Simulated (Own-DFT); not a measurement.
## Calculated data, Hf36O71 (tetragonal hafnia with one neutral oxygen vacancy, atoms displaced)

Computed with Own-DFT development build. A calculation, not a measurement: plane-wave PBE and HSE06 DFT by an unreviewed code, no spin, of a simulated cell at Gamma alone, so results move with cell size and shape, stress positive in tension, energies less offsets, not probed for a lower state with spin; hafnium file: forces about 75 meV/angstrom off all-electron values; oxygen file: force components 24 meV/angstrom off all-electron in a glass; k mesh not checked against a denser one; forces and stress are PBE's, HSE06 gives the energy alone, and its difference from PBE has offsets of its own; offsets are fitted by least squares, one for each functional and potential file, so energies compare only between cells with the same atoms and settings and are not formation energies; the far tail of each file's local potential was reset to the Coulomb form; each entry is a single point on an unrelaxed cell, so the pressure reflects the starting lattice, taken from the Materials Project, from which strain is counted, and rises with the displacements; printed positions are rounded, which can move forces by about a meV/angstrom; the program is a retired in-house code; no spin-orbit coupling.

Common to all runs: first functional PBE; second functional HSE06; exact exchange share 0.25; screening 0.11 1/bohr; exchange divergence Gygi-Baldereschi; potential files PseudoDojo norm-conserving, scalar-relativistic, made for PBE, standard set; wave cutoff 48 hartree; occupations fixed; k mesh 1 x 1 x 1 centred on Gamma.

(1) 
```xyz
107
Lattice="10.7800 0.0000 0.0000 0.0000 10.7800 0.0000 0.0000 0.0000 10.4493" Properties=species:S:1:pos:R:3:force_x:R:1:force_y:R:1:force_z:R:1 formula=Hf36O71 PBE_energy_of_cell_above_offsets=-85.548 HSE06_less_PBE_above_offsets=0.683 PBE_pressure=5.72 PBE_stress_xx=-5.67 PBE_stress_yy=-6.49 PBE_stress_zz=-5 PBE_stress_yz=-0.79 PBE_stress_xz=1.44 PBE_stress_xy=0.29
Hf    10.7461     0.0353    10.3993      0.373     -1.753     -0.586
Hf     1.8532     1.9435     2.5029     -0.375     -2.832       1.02
O     10.7067     1.7759     1.6218      2.519      0.002     -0.408
O      1.7435    10.7374     3.6413      0.168      1.205     -0.418
O      0.1354     1.8645     4.2738     -0.391      0.182     -2.216
O      1.7889     0.0439     0.9889     -2.058     -0.131      1.591
Hf     0.0012     0.1143     5.2647      0.365     -2.652      0.164
Hf     1.7898     1.7545     7.9781       1.68        1.2      -0.99
O     10.7502     1.7564     6.7356      0.291     -0.495      1.069
O      1.7747    10.7415     8.9269     -0.272      0.261     -0.471
O      0.0312     1.8440     9.4698     -0.014     -1.033     -0.551
O      1.7479    10.5783     6.3109      0.593      2.296     -1.329
Hf    10.7314     3.5035     0.1776      5.547      2.154     -6.455
Hf     1.8358     5.3776     2.6036     -0.161      1.798      -4.08
O      0.0269     5.4128     1.5080     -0.855      0.356      1.914
O      1.8586     3.6890     3.5651     -0.526     -0.956      2.354
O     10.6959     5.4509     4.3855      0.273     -8.181     -5.859
O      1.7028     3.6034     1.1303      1.995     -1.556      0.056
Hf     0.1005     3.6353     5.0633      -0.82     -1.305      4.513
Hf     1.7098     5.5418     7.7381      0.627     -1.904      3.829
O     10.7247     5.2672     6.8442      1.121       0.56     -1.223
O      1.8074     3.6156     8.9195      0.444     -0.705     -0.812
O      0.0569     5.4133     9.3626      0.067      0.053      0.298
O      1.7539     3.4787     6.2460     -0.439      0.671     -0.705
Hf    10.7146     7.1120    10.3731      0.574      0.729       0.63
Hf     1.7262     9.0450     2.5070      0.462      -0.51       0.86
O     10.7505     8.8860     1.5266      0.181      1.097      0.219
O      1.8050     7.0922     3.5044      0.417      1.172      2.215
O      0.0573     8.8527     4.0922     -0.237      1.157     -0.622
O      1.8386     7.2076     0.9805     -2.204      0.121      0.621
Hf    10.7167     7.0404     5.0149     -0.022      10.81      5.653
Hf     1.7276     8.8701     7.6998      1.974      2.419       1.34
O      0.1043     8.9201     6.6654     -3.111     -0.033      0.628
O      1.9729     7.2869     8.9108     -1.437     -2.129     -0.951
O     10.7250     8.9744     9.4582      0.438      0.117     -0.374
O      1.8120     7.1217     6.3511     -1.376     -0.299     -1.353
Hf     3.4725    10.7377     0.0053      0.081     -1.123     -3.282
Hf     5.3718     1.6938     2.6733     -0.342      4.289     -0.976
O      3.5949     1.6227     1.5982     -0.398      2.052      0.348
O      5.3143     0.1499     3.6257      0.661     -4.781      1.261
O      3.6083     1.8113     4.3067     -1.243      0.506     -1.547
O      5.1831     0.0078     0.8983      4.977     -0.494      2.481
Hf     3.6052    10.7661     5.2177     -0.843     -1.335      1.222
Hf     5.5710     1.8565     7.8024     -3.769      0.106      0.234
O      3.7274     1.7836     6.8436     -2.592     -0.536      0.836
O      5.3158    10.6705     8.9213      0.989      3.881      0.134
O      3.6858     1.7856     9.4224     -0.782      0.192      0.808
O      5.4224     0.1155     6.2658      0.321     -1.035       0.23
Hf     3.6634     3.5188     0.0242     -0.349      2.159     -2.006
Hf     5.4971     5.5126     2.8181      -3.15      -2.36     -2.581
O      3.4813     5.3790     1.5206      2.282     -0.594      1.138
O      5.3712     3.5423     3.6605      0.807      1.231     -1.568
O      3.7456     5.3876     4.1860     -0.356      0.374     -0.811
Hf     3.4257     3.6362     5.1679      3.407     -2.102      2.261
Hf     5.3769     5.3749     7.7661     -1.463      0.934      1.701
O      3.5425     5.3928     6.7239     -0.116     -0.028     -0.205
O      5.3901     3.6860     8.7952      0.105     -1.653      0.873
O      3.6735     5.3661     9.4156      0.149     -0.082      0.356
O      5.2743     3.4911     6.1795      1.826      1.489     -0.094
Hf     3.5404     7.2322     0.0696     -0.225     -0.873     -2.797
Hf     5.4194     8.9862     2.4536      -2.87       1.03      2.025
O      3.5966     8.9660     1.4733      -0.51      0.351      1.298
O      5.4242     7.3375     3.5730      1.201     -2.038      0.505
O      3.7568     8.9940     4.0952     -1.031     -0.349      0.829
O      5.3565     7.2904     0.9940      0.302     -0.398      1.634
Hf     3.4427     7.0386     5.2549      2.911      3.663      0.273
Hf     5.5275     9.1057     7.9220     -3.043     -2.983      -2.61
O      3.5990     9.0490     6.8104      0.334     -0.352      -0.27
O      5.4439     7.2345     8.8709      0.951     -0.706     -0.235
O      3.6272     8.9299     9.4377      0.263      1.119      0.265
O      5.3831     7.2480     6.2447     -0.012     -1.644     -1.313
Hf     7.1209    10.7113     0.1270     -0.239      1.725     -1.306
Hf     9.0402     1.8699     2.5730     -2.135     -3.008      1.799
O      7.1352     1.7341     1.6327        1.1      0.931     -0.847
O      9.0934     0.0183     3.6116       0.54      0.806     -0.486
O      7.2068     1.7525     4.1971      0.427       1.18     -0.099
O      8.9995     0.1105     0.9952     -1.336     -0.382      0.408
Hf     7.1373     0.0616     5.2933      1.112     -1.258       -1.3
Hf     9.0161     1.8031     7.7985      0.285      0.376      0.581
O      7.2096     1.8559     6.7392      1.784     -0.024        0.3
O      9.0809    10.7597     8.9082     -0.838      1.406     -0.433
O      7.1089     1.8951     9.3959       0.55     -1.557      0.852
O      8.9194    10.7532     6.2519      0.787      0.536      0.252
Hf     7.1627     3.4845     0.1535     -0.825      1.858     -2.616
Hf     8.8354     5.3859     2.5395      3.553      1.997     -1.148
O      7.1784     5.4801     1.5598     -0.908     -1.065      0.918
O      8.9065     3.6123     3.6880      0.335      0.899     -0.695
O      7.1067     5.3639     4.2621     -0.012      0.314     -3.812
O      9.2266     3.6254     1.1027      -8.65      0.164      3.763
Hf     7.3187     3.7056     5.1313      -2.35      -6.29      3.248
Hf     8.9275     5.3039     7.6990       1.99      0.643      3.755
O      7.2027     5.3066     6.8588     -1.489      0.192     -2.675
O      9.1021     3.6297     8.9037     -0.413     -1.278      -0.63
O      7.2032     5.3045     9.4401      0.218      0.788      1.011
O      9.0141     3.6027     6.2717      0.117      0.027      -1.01
Hf     6.9982     7.3472    10.4058      1.877      -3.11     -1.478
Hf     9.0589     8.9495     2.6640      0.357      0.685      0.409
O      7.1932     8.8993     1.5470      0.699      1.584     -0.786
O      9.0169     7.1978     3.6739     -0.926     -2.458     -1.384
O      7.3018     8.9828     4.2306     -0.562      0.242     -0.174
O      8.9673     7.2133     1.0470     -0.796      -0.64     -0.502
Hf     7.1578     7.0110     5.1636      0.239      7.645      3.712
Hf     8.9454     8.9854     7.8839      2.528      1.272     -2.146
O      7.2765     8.8803     6.8775     -1.445       0.65     -0.508
O      9.0422     7.2940     8.7059     -0.512     -3.098      1.416
O      7.0650     9.0818     9.3691      1.735     -0.117      1.282
O      9.0125     7.2042     6.1018     -1.074     -1.427      0.352
```

Units: PBE_energy_of_cell_above_offsets, HSE06_less_PBE_above_offsets in eV; PBE_pressure, PBE_stress_xx, PBE_stress_yy, PBE_stress_zz, PBE_stress_yz, PBE_stress_xz, PBE_stress_xy in GPa; force_x, force_y, force_z in eV/Å.

(2) 
```xyz
107
Lattice="10.7800 0.0000 0.0000 0.0000 10.7800 0.0000 0.0000 0.0000 10.4493" Properties=species:S:1:pos:R:3:force_x:R:1:force_y:R:1:force_z:R:1 formula=Hf36O71 PBE_energy_of_cell_above_offsets=-87.755 HSE06_less_PBE_above_offsets=0.519 PBE_pressure=5.06 PBE_stress_xx=-5.07 PBE_stress_yy=-5.3 PBE_stress_zz=-4.81 PBE_stress_yz=0.64 PBE_stress_xz=0.11 PBE_stress_xy=-0.16
Hf     0.0634    10.7762    10.3891     -1.299     -0.682      0.252
Hf     1.8103     1.7276     2.6533     -0.658      1.776     -2.479
O     10.7607     1.8964     1.5659      1.337     -0.496      1.105
O      1.9094    10.7209     3.5944     -0.215       4.31      2.447
O      0.1197     1.6118     4.1325      0.654      6.801     -2.832
O      1.7549    10.7232     1.0300      1.422      1.379      0.144
Hf    10.7650     0.2165     5.1773     -1.163     -7.956      4.572
Hf     1.8589     1.7858     7.8295     -1.311      0.339      1.938
O      0.0515     1.6931     6.8014      -0.77      0.369     -0.833
O      1.7857    10.7386     8.9419      1.063     -0.042     -1.068
O      0.1464     1.7694     9.4761     -0.804      0.392     -0.864
O      1.9056    10.7576     6.2838      0.464      0.219     -0.789
Hf    10.7092     3.7401    10.3813      1.603     -2.635       1.81
Hf     1.8780     5.5407     2.5411     -1.818      0.043      0.165
O     10.7563     5.3227     1.5612      0.453      0.653       0.59
O      1.8320     3.6720     3.7972      -0.07     -1.204     -1.104
O      0.0913     5.5130     4.2127      -0.28     -0.616      0.069
O      1.8214     3.5917     0.9321     -0.598     -0.006      1.163
Hf     0.1281     3.6318     5.2147     -1.378      1.733     -0.483
Hf     1.7098     5.2749     7.8036        3.2      1.334       2.73
O      0.1021     5.3276     6.7763     -1.934     -0.043     -0.689
O      1.7423     3.5464     8.9405      0.056       0.15     -2.192
O      0.0029     5.4116     9.4589      0.387      1.708     -1.533
O      1.8817     3.4170     6.2606      0.059      0.292      0.437
Hf    10.7006     7.2422    10.3885      -0.26      0.071      0.702
Hf     1.8951     9.0772     2.7628     -1.516      -2.37     -5.058
O      0.0673     9.0944     1.5462      -0.91     -1.255      0.391
O      1.9244     7.3794     3.6033     -0.511     -3.953      0.326
O     10.7584     8.9558     4.2309     -0.053      1.212     -0.244
Hf    10.7502     7.2288     5.2609      0.596      0.433     -0.276
Hf     1.8703     8.9960     7.7421     -3.531     -1.081      2.332
O     10.7651     9.0079     6.8374       1.76     -0.671     -1.195
O      1.8317     7.2002     8.8926     -0.206     -0.348     -1.152
O      0.0610     8.8979     9.2861      -0.58      1.753       1.15
O      1.7964     7.1637     6.1565     -1.557      0.037      1.348
Hf     3.5118    10.7067    10.3833     -0.056      0.631      1.053
Hf     5.3306     1.7044     2.7260      1.046      1.662     -3.765
O      3.5771     1.8354     1.5488      0.411     -0.902      0.794
O      5.5429    10.7549     3.6945     -2.573      0.061      0.334
O      3.6133     1.8213     4.0899      0.525     -1.918      1.024
O      5.4237    10.7621     1.0809     -1.017      -0.15     -0.366
Hf     3.7933    10.7731     5.3253     -3.325     -0.597     -1.282
Hf     5.3256     1.7954     7.7390      2.717      2.828      3.885
O      3.6240     1.7546     6.7901      0.711     -0.509     -2.001
O      5.3862     0.0074     8.7535     -0.416      0.619      1.138
O      3.6294     1.8041     9.3427     -0.242     -1.033     -0.121
O      5.6144    10.6796     6.2615     -6.603       0.58      2.121
Hf     3.6054     3.5438     0.0039      0.231      1.671     -0.405
Hf     5.3886     5.2488     2.6458      0.282      2.342      -1.27
O      3.5434     5.3272     1.6168      1.745       0.21     -0.017
O      5.4651     3.5158     3.6911     -0.128     -0.366      0.386
O      3.6737     5.4610     4.2204     -0.051     -1.855          0
O      5.3830     3.6458     1.0731      0.568      0.308      0.348
Hf     3.6411     3.5632     5.0850     -0.462       2.97      1.243
Hf     5.3524     5.4927     7.7067      1.221     -2.898      1.379
O      3.6331     5.3528     6.8162     -1.981     -0.469     -0.997
O      5.4801     3.6156     8.9099     -1.159     -0.647      -1.74
O      3.4871     5.3787     9.4024      0.716     -0.143      0.767
O      5.6205     3.6734     6.2288     -4.031     -0.705      0.652
Hf     3.6608     7.2564    10.3999     -2.161     -3.028      0.371
Hf     5.4115     9.0419     2.6191      1.231     -3.208     -0.965
O      3.5781     9.0038     1.4352      0.624     -0.098      1.184
O      5.2793     7.2197     3.6244      0.525     -0.016     -1.014
O      3.4816     8.9989     4.1622      2.425      2.451      1.315
O      5.3904     7.0751     1.0551     -1.523       0.18      0.312
Hf     3.5352     7.2945     5.2995      1.662      -2.01     -2.749
Hf     5.4109     9.0968     7.7892      1.989     -3.948      0.421
O      3.5223     8.8019     6.7568      2.705        2.4     -0.082
O      5.3724     7.0761     8.7406     -0.431      3.614      1.699
O      3.5758     8.9201     9.4040      0.725      2.125     -1.547
O      5.3294     7.2897     6.2067      1.625     -1.028      0.339
Hf     7.1783    10.7323     0.0361      1.646     -0.304     -0.778
Hf     9.0420     1.7613     2.5671     -1.193      1.512     -1.395
O      7.1273     1.8018     1.5404      0.163      0.202      0.646
O      9.0131     0.1034     3.5305      0.747     -2.415      1.431
O      7.2721     1.6078     4.2178     -0.692       4.64     -0.986
O      8.9749     0.1394     1.0129     -0.099      -0.32     -1.132
Hf     7.0512    10.7640     5.1264      7.103     -3.216      0.198
Hf     8.9518     1.8505     7.6961     -0.229     -0.717      2.281
O      7.1691     1.7546     6.8565      0.007      0.583     -1.734
O      8.9090    10.7553     8.7679      0.627      1.585      0.863
O      7.2076     1.8452     9.2812      0.493     -1.817      1.107
O      8.8891    10.6914     6.2667      1.302      1.378     -1.688
Hf     7.3078     3.4475    10.4346     -3.109      1.564     -0.651
Hf     8.9963     5.4588     2.6617      0.754     -1.043     -0.783
O      7.3727     5.4038     1.6194     -3.385     -0.558      0.083
O      9.0651     3.5972     3.7750       0.57     -0.847     -1.184
O      7.2698     5.3918     4.2202     -0.697     -1.094      -0.35
O      8.9494     3.6274     0.9685      1.251     -0.612      1.031
Hf     7.2087     3.5404     5.2340       3.17      0.125     -1.214
Hf     8.8623     5.4498     7.8616       2.47     -0.092      1.694
O      7.3305     5.3823     6.8162     -4.267      0.925     -1.831
O      9.0336     3.6571     8.8609     -0.051      -1.11     -0.196
O      7.1243     5.4348     9.3588      1.033      -1.58      0.232
O      9.0003     3.7910     6.2758      0.778     -2.352     -0.233
Hf     6.9972     7.0745    10.4421      3.436      1.008     -0.491
Hf     9.0550     8.9298     2.6525      0.033      2.795     -2.698
O      7.2648     8.8883     1.5807     -2.122      1.906      0.481
O      8.8964     7.2817     3.4961      0.343     -2.729      2.802
O      7.1296     8.9513     4.1933      0.227      0.006     -0.083
O      8.7980     7.2263     1.0338      3.284     -0.084      -0.94
Hf     7.2459     7.0904     5.2398     -4.041      1.964     -1.487
Hf     9.0362     9.0870     7.7450     -1.847     -1.065      1.408
O      7.1578     8.9921     6.8257       0.27     -0.743     -0.046
O      8.9709     7.2069     8.8251       1.01     -0.163     -0.748
O      7.2719     8.8536     9.3612     -1.931      1.695      1.078
O      8.8897     7.1594     6.0884      3.799      0.209      1.986
```

Units: PBE_energy_of_cell_above_offsets, HSE06_less_PBE_above_offsets in eV; PBE_pressure, PBE_stress_xx, PBE_stress_yy, PBE_stress_zz, PBE_stress_yz, PBE_stress_xz, PBE_stress_xy in GPa; force_x, force_y, force_z in eV/Å.
